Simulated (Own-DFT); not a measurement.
# How strain changes the stress of wurtzite AlN, 128 atoms (Al64N64)

Calculated results; nothing here was measured. They come from Own-DFT, an in-house plane-wave density functional program, since retired, whose code no person has reviewed. Each row is one single-point run on a periodic cell that was not relaxed, without spin or spin-orbit coupling.

Settings of every run: PBE; PseudoDojo norm-conserving scalar-relativistic files; cutoff 42 hartree; 3 x 3 x 3 k mesh centred on Gamma; Gaussian smearing of 0.01 eV.

Known limits: k mesh not checked against a denser one; stress not checked against mesh or cutoff.

Unstrained cell vectors in Å: (12.448, 0.000, 0.000); (-6.224, 10.780, 0.000); (0.000, 0.000, 9.964). The unstrained cell has measured lattice constants (interpolated for alloys), not those of this functional. That, the random moves and any unrelaxed bonds set the pressure at no strain. Each run strains this cell uniformly, with the atoms carried along. Every atom was also moved at random, by a Gaussian of width 0.05 Å on each axis. Strain is the symmetric tensor, in per cent. Stress is positive in tension, and the pressure is minus a third of its trace.

```
run  e_xx (%)  e_yy (%)  e_zz (%)  e_yz (%)  e_xz (%)  e_xy (%)  s_xx (GPa)  s_yy (GPa)  s_zz (GPa)  s_yz (GPa)  s_xz (GPa)  s_xy (GPa)  P (GPa)  E (meV/atom)
  1      0.72      1.13     -1.14     -0.07      0.44      0.74       -1.48        0.43      -10.57       -0.52        0.82        2.89     3.87           0.0
  2     -1.60     -0.05      1.09     -0.68      1.70      1.99      -12.54       -8.98       -0.62       -2.26        4.64        6.31     7.38          29.6
  3      0.01     -1.68      1.18     -1.67     -1.24      0.11       -7.50      -12.79       -1.13       -3.96       -3.40       -1.01     7.14          22.8
  4      1.97     -1.20      0.22     -0.24     -0.40     -1.87        2.92       -9.13       -4.57       -0.25       -0.49       -5.48     3.59          13.3
  5      0.35      1.78      0.93      1.38      0.53      0.49       -0.66        2.60       -0.63        2.65        0.71        1.00    -0.44          12.6
  6      1.06     -0.66      0.44     -0.53      0.93     -1.46       -4.09       -6.22       -1.65       -1.01        2.80       -4.83     3.99          15.2
  7      0.85     -0.45      0.93      0.10     -1.02     -0.25       -2.62       -5.94        0.27        0.33       -2.25       -0.98     2.77           4.5
  8     -0.37     -0.83      0.91     -0.81     -0.64     -1.76       -8.63      -10.16       -1.44       -2.57       -1.70       -7.18     6.74          19.9
  9      0.89      1.38     -0.43      1.01      0.72      1.66       -0.63        0.67       -5.41        2.92        2.49        5.02     1.79           4.5
 10      0.79      0.40     -1.72      1.12      1.78      0.14       -2.50       -3.18      -14.83        2.87        4.84        0.43     6.84          17.6
 11     -1.21     -1.51      0.23     -0.41      1.52     -0.31      -13.37      -14.49       -6.73       -1.41        4.12       -1.55    11.53          23.0
 12      1.81      0.24      1.73      1.11     -1.74     -0.32        2.17       -1.19        3.57        2.36       -4.56       -1.58    -1.52          16.7
 13      1.21     -0.19      0.30     -1.25      1.94     -1.94       -0.53       -5.93       -2.84       -2.77        4.97       -7.40     3.10          16.5
 14      1.64     -1.19      0.07     -1.59      0.80     -0.09        0.09       -8.88       -4.29       -4.15        1.80        0.51     4.36           6.6
 15     -0.50      0.22      1.02      0.17      1.17     -0.36       -7.29       -3.88       -1.39       -0.25        2.70       -0.81     4.19           6.2
 16     -1.43     -1.55      0.61      0.11     -0.90      1.16           ?           ?           ?           ?           ?           ?        ?             ?
```

E is the free energy for each atom above the lowest run shown.

## Worked fit

Each stress component was fitted by least squares to a constant and the strains of the runs shown, as fractions, with shears doubled. Shear strains stay in the fit of a normal stress only where such slopes are resolved. The slopes, in GPa:

```
stress,at no strain,per e_xx,per e_yy,per e_zz,scatter
s_xx,-5.9,442 ± 24,136 ± 24,29 ± 28,0.92
s_yy,-5.9,146 ± 21,450 ± 21,35 ± 25,0.81
s_zz,-5.7,72 ± 24,49 ± 25,511 ± 29,0.94
```

Each shear stress against twice its own strain: yz 123 ± 8, xz 133 ± 7, xy 176 ± 11 GPa. These are stiffnesses along x, y and z of the frame in which the cell vectors are given, which need not be the crystal's axes. The atoms are held to the strained lattice; where symmetry lets them move under strain, relaxing them would lower some slopes. The table should be nearly symmetric about its diagonal, and what it lacks of that shows the noise. A ninth of its sum, 208 ± 6 GPa, estimates the bulk modulus near the mean pressure of these runs, 4.4 GPa, so it lies above the value at zero pressure.

## Withheld run

Question: what normal stresses and pressure should run 16 give?

The fit gives s_xx = -14.1, s_yy = -14.8, s_zz = -4.4 and P = 11.1 GPa. The calculation gave -15.08, -15.29, -3.40 and P = 11.26 GPa.
